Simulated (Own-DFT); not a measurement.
# Which defects push the lattice out? C40 NbSi2

No measurement is shown. These are fixed-geometry runs of a retired plane-wave code named Own-DFT, which no person has reviewed; spin and spin-orbit coupling are neglected.

Common settings: PBE; PseudoDojo norm-conserving scalar-relativistic files; cutoff 42 hartree; 4 x 4 x 5 k mesh centred on Gamma; cold (Marzari-Vanderbilt) smearing of 0.2 eV.

Keep in mind: forces on such cells failed a check on a denser k mesh; stress not checked against mesh or cutoff.

All runs share one cell, with vectors in Å (0.000, 8.324, 0.000); (-9.613, 0.000, 0.000); (0.000, 0.000, 6.586) and a volume of 527.0 Å³. The atoms are randomly displaced, by u rms on each axis. The defect's site can differ from row to row.

```
cell,formula,u (Å),P (GPa)
no defect,Nb12Si24,0.0216,1.51
no defect,Nb12Si24,0.0426,2.18
no defect,Nb12Si24,0.0462,2.48
two Si on a Nb site each,Nb10Si26,0.0298,?
two Si on a Nb site each,Nb10Si26,0.0302,1.49
two Si on a Nb site each,Nb10Si26,0.0497,2.21
two Si on a Nb site each,Nb10Si26,0.0525,2.64
two Nb on a Si site each,Nb14Si22,0.0258,7.52
two Nb on a Si site each,Nb14Si22,0.0504,8.27
two Nb on a Si site each,Nb14Si22,0.0566,8.36
one Si vacancy,Nb12Si23,0.0323,1.01
one Si vacancy,Nb12Si23,0.0489,1.58
one Si vacancy,Nb12Si23,0.0490,1.30
two Nb vacancies,Nb10Si24,0.0301,0.05
two Nb vacancies,Nb10Si24,0.0438,0.45
two Nb vacancies,Nb10Si24,0.0538,0.21
```

## Analysis

P = P0 + c u² + a shift for each defect gives P0 = 1.52 GPa, c = 368 ± 71 GPa/Å² and a scatter of 0.23 GPa. The shifts, and each times the cell's volume:

- two Nb on a Si site each: 5.75 ± 0.19 GPa, 18.9 eV (9.5 eV for each of its 2 sites)
- two Si on a Nb site each: -0.16 ± 0.19 GPa, -0.5 eV (-0.3 eV for each of its 2 sites) (not resolved)
- one Si vacancy: -0.93 ± 0.19 GPa, -3.1 eV
- two Nb vacancies: -1.98 ± 0.19 GPa, -6.5 eV (-3.3 eV for each of its 2 sites)

Against the defect-free cell, a freed cell would be larger where the shift is positive and smaller where it is negative (160.2 GPa Å³ is 1 eV). The atoms around the defects weren't relaxed, which would change these numbers.

## The run left out

Question: what pressure belongs in the blank (two Si on a Nb site each, u = 0.0298 Å)?

The fit gives 1.69 ± 0.27 GPa. The run itself gave 1.65 GPa.
